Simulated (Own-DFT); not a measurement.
# Strain and stress in diamond-structure SiGeSn with randomly placed atoms, 64 atoms (Ge52Si8Sn4)

Calculated results; nothing here was measured. They come from Own-DFT, an in-house plane-wave density functional program, since retired, whose code no person has reviewed. Each row is one single-point run on a periodic cell that was not relaxed, without spin or spin-orbit coupling.

Settings of every run: PBE; PseudoDojo norm-conserving scalar-relativistic files; cutoff 49 hartree; 3 x 3 x 3 k mesh centred on Gamma; Fermi-Dirac smearing of 0.1 eV.

Known limits: forces on such cells moved up to 12 meV/angstrom on a denser k mesh; stress not checked against mesh or cutoff.

Unstrained cell vectors in Å: (11.363, 0.000, 0.000); (0.000, 11.363, 0.000); (0.000, 0.000, 11.363). The unstrained cell has measured lattice constants (interpolated for alloys), not those of this functional. That, the random moves and any unrelaxed bonds set the pressure at no strain. Each run strains this cell uniformly, with the atoms carried along. Every atom was also moved at random, by a Gaussian of width 0.05 Å on each axis. The random placing of the alloy's atoms differs from row to row. Strain is the symmetric tensor, in per cent. Stress is positive in tension, and the pressure is minus a third of its trace.

```
run  e_xx (%)  e_yy (%)  e_zz (%)  s_xx (GPa)  s_yy (GPa)  s_zz (GPa)  P (GPa)  E (meV/atom)
  1     -2.00     -2.00      0.00       -8.85       -8.68       -7.35     8.29          83.5
  2     -0.75     -0.75      0.00       -5.86       -5.94       -5.32     5.71          33.7
  3     -2.75     -2.75      0.00      -10.00       -9.92       -7.89     9.27          71.8
  4     -2.50     -2.50      0.00       -9.64       -9.64       -7.85     9.04          80.1
  5      2.25      2.25      0.00       -1.04       -0.76       -2.35     1.38           7.6
  6     -3.00     -3.00      0.00      -10.73      -10.67       -8.41     9.94          83.8
  7      3.00      3.00      0.00        0.26        0.20       -1.57     0.37           0.0
  8      0.50      0.50      0.00       -3.87       -3.70       -4.09     3.89          28.7
  9     -2.25     -2.25      0.00           ?           ?           ?        ?             ?
```

E is the free energy for each atom above the lowest run shown.

## Worked fit

The change of volume is close to e_xx + e_yy + e_zz. A straight line through the runs shown gives P = 4.98 - 80 x (fractional change of volume) GPa, with an error of 2 on the slope and a scatter of 0.28 GPa. The strain isn't the same on all axes, but the crystal is cubic, so the slope still estimates the bulk modulus, averaged over pressures from 0.4 to 9.9 GPa.

## Withheld run

Question: what pressure should run 9 give? Its volume changes by -4.45 %.

The line gives 8.5 GPa. The calculation gave 8.80 GPa.
